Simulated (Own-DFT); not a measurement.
# Which arrangement is lower? C16Si16, 32 atoms

Calculated results; nothing here was measured. The program, named Own-DFT, is a retired in-house plane-wave density functional code that no person has reviewed. Each row is one single-point run on a periodic cell that was not relaxed, without spin or spin-orbit coupling.

Settings of every run: PBE; PseudoDojo norm-conserving scalar-relativistic files; cutoff 42 hartree; 5 x 5 x 3 k mesh centred on Gamma; Fermi-Dirac smearing of 0.1 eV.

Known limits: forces on such cells passed a denser k mesh, each cell not checked; stress not checked against mesh or cutoff.

All cells hold the same atoms in the same cell, with vectors in Å (6.165, 0.000, 0.000); (-3.083, 5.339, 0.000); (0.000, 0.000, 10.068). Every atom was moved at random from its ideal site; u is the rms move along one axis. E is the free energy of the cell above the lowest run. The arrangements:

- A: 2H SiC
- B: 4H SiC

```
arrangement,u (Å),E (eV),P (GPa)
A,0.0273,0.315,3.82
A,0.0289,0.439,3.77
A,0.0303,0.575,3.94
A,0.0588,3.638,6.21
A,0.0632,4.514,6.69
A,0.0707,5.058,7.02
B,0.0261,0.000,3.52
B,0.0286,0.249,3.76
B,0.0318,0.390,3.72
B,0.0593,2.966,5.44
B,0.0594,3.694,6.20
B,0.0600,3.460,6.35
```

Question: once the cost of the random moves is taken out, how do the arrangements rank?

## Worked answer

Fit E = a + b u², with one b for all and one a for each arrangement, and with residuals divided by u², since the noise grows with the moves. Then b = 1186 eV/Å², the scatter at u = 0.04 Å is 0.11 eV, and against A:

- B: -0.24 ± 0.04 eV (lower)

These are energies of unrelaxed cells. Relaxing the atoms lowers the strained arrangements most, so the gaps would shrink and small ones could change sign.
